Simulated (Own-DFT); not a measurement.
# Which defects push the lattice out? zincblende GaAs

Source: density functional calculations with Own-DFT, an unreviewed in-house program that is no longer used. Nothing was measured or relaxed, and spin and spin-orbit coupling are left out.

Settings: PBE; PseudoDojo norm-conserving scalar-relativistic files; cutoff 42 hartree; 3 x 3 x 3 k mesh centred on Gamma; Fermi-Dirac smearing of 0.1 eV.

Limits (not all hold for every row): not probed for a lower state with spin; forces not confirmed at this smearing and k mesh; stress not checked against mesh or cutoff.

All runs share one cell, with vectors in Å (11.737, 0.000, 0.000); (0.000, 11.737, 0.000); (0.000, 0.000, 10.833) and a volume of 1492.4 Å³, strained against the parent crystal. u is the rms random offset of the atoms per axis. The defect's site can differ from row to row.

| cell | formula | u (Å) | P (GPa) |
|---|---|---|---|
| no defect | As32Ga32 | 0.0302 | 1.24 |
| no defect | As32Ga32 | 0.0493 | 1.57 |
| no defect | As32Ga32 | 0.0557 | 1.65 |
| one In on a Ga site | As32Ga31In | 0.0494 | 2.23 |
| one In on a Ga site | As32Ga31In | 0.0508 | 2.01 |
| one In on a Ga site | As32Ga31In | 0.0514 | 2.15 |
| one P on an As site | As31Ga32P | 0.0268 | 0.99 |
| one P on an As site | As31Ga32P | 0.0292 | 1.02 |
| one P on an As site | As31Ga32P | 0.0306 | 1.02 |
| one Al on a Ga site | AlAs32Ga31 | 0.0266 | 1.19 |
| one Al on a Ga site | AlAs32Ga31 | 0.0275 | 1.22 |
| one Al on a Ga site | AlAs32Ga31 | 0.0477 | 1.53 |
| one As vacancy and one Ga vacancy | As31Ga31 | 0.0282 | 0.95 |
| one As vacancy and one Ga vacancy | As31Ga31 | 0.0307 | 0.91 |
| one As vacancy and one Ga vacancy | As31Ga31 | 0.0480 | 1.22 |
| one As vacancy and one Ga vacancy | As31Ga31 | 0.0536 | ? |

## Working it out

P = P0 + c u² + a shift for each defect gives P0 = 1.06 GPa, c = 197 ± 27 GPa/Å² and a scatter of 0.06 GPa. The shifts, and each times the cell's volume:

- one In on a Ga site: 0.57 ± 0.05 GPa, 5.3 eV
- one Al on a Ga site: 0.01 ± 0.06 GPa, 0.1 eV (not resolved)
- one P on an As site: -0.21 ± 0.06 GPa, -2.0 eV
- one As vacancy and one Ga vacancy: -0.30 ± 0.06 GPa, -2.8 eV

A positive shift means that the defect pushes the cell outwards. Shift times volume (160.2 GPa Å³ is 1 eV) depends little on the cell's size, so, taken for each site, it can be compared between cells at like pressure. The atoms around the defects weren't relaxed, which would change these numbers.

## Check

The question: what pressure belongs in the blank (one As vacancy and one Ga vacancy, u = 0.0536 Å)?

From the fit: 1.33 ± 0.08 GPa. DFT gave 1.27 GPa.
